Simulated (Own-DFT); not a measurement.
# Shaking the atoms of grey tin, 64 atoms (Sn64)

All numbers below are calculated, not measured. The program, named Own-DFT, is a retired in-house plane-wave density functional code that no person has reviewed. Each row is one single-point run on a periodic cell that was not relaxed, without spin or spin-orbit coupling.

Settings of every run: PBE; PseudoDojo norm-conserving scalar-relativistic files; cutoff 42 hartree; 3 x 3 x 3 k mesh centred on Gamma; cold (Marzari-Vanderbilt) smearing of 0.2 eV.

Known limits: forces on such cells moved up to 12 meV/angstrom on a denser k mesh; stress not checked against mesh or cutoff.

Cell vectors in Å: (12.978, 0.000, 0.000); (0.000, 12.978, 0.000); (0.000, 0.000, 12.978). In each run every atom was moved at random and independently from its ideal site; u is the rms move along one axis. E is the free energy for each atom above the fitted value at u = 0, and F the rms of the force components.

```
run   u (Å)  E (meV/atom)  F (eV/Å)  largest force (eV/Å)  P (GPa)
  1  0.0190           4.4     0.203                  0.62     3.38
  2  0.0193           4.4     0.207                  0.61     3.38
  3  0.0466          27.5     0.505                  1.54     3.58
  4  0.0508          32.0     0.534                  2.07     3.63
  5  0.0945             ?         ?                     ?        ?
  6  0.1002         119.9     1.157                  4.89     4.45
  7  0.1605         311.1     1.871                  9.62     6.15
```

## Worked fit

For small independent moves the energy grows as E = (3/2) K u², with K the mean stiffness felt by one atom. The runs with u up to 0.11 Å give K = 8.2 ± 0.1 eV/Å², with residuals divided by u² + 0.0006 Å², since the noise grows with the moves. The scatter is 0.9 meV/atom at u = 0.05 Å. The forces follow F = G u with G = 10.9 eV/Å²; no force at u = 0 is resolved. G exceeds K because the moves of its neighbours add to the force on an atom, and stiffness differs between atoms. At u = 0.160 Å the parabola gives 316 meV/atom and the run 311. The pressure follows P = 3.34 + 110 u² GPa: at fixed volume, shortened bonds push harder than stretched ones pull.

## Withheld run

Question: what energy and rms force should run 5 give?

The fit gives 110 ± 3 meV/atom and about 1.03 eV/Å. The calculation gave 111.3 meV/atom and 1.031 eV/Å.
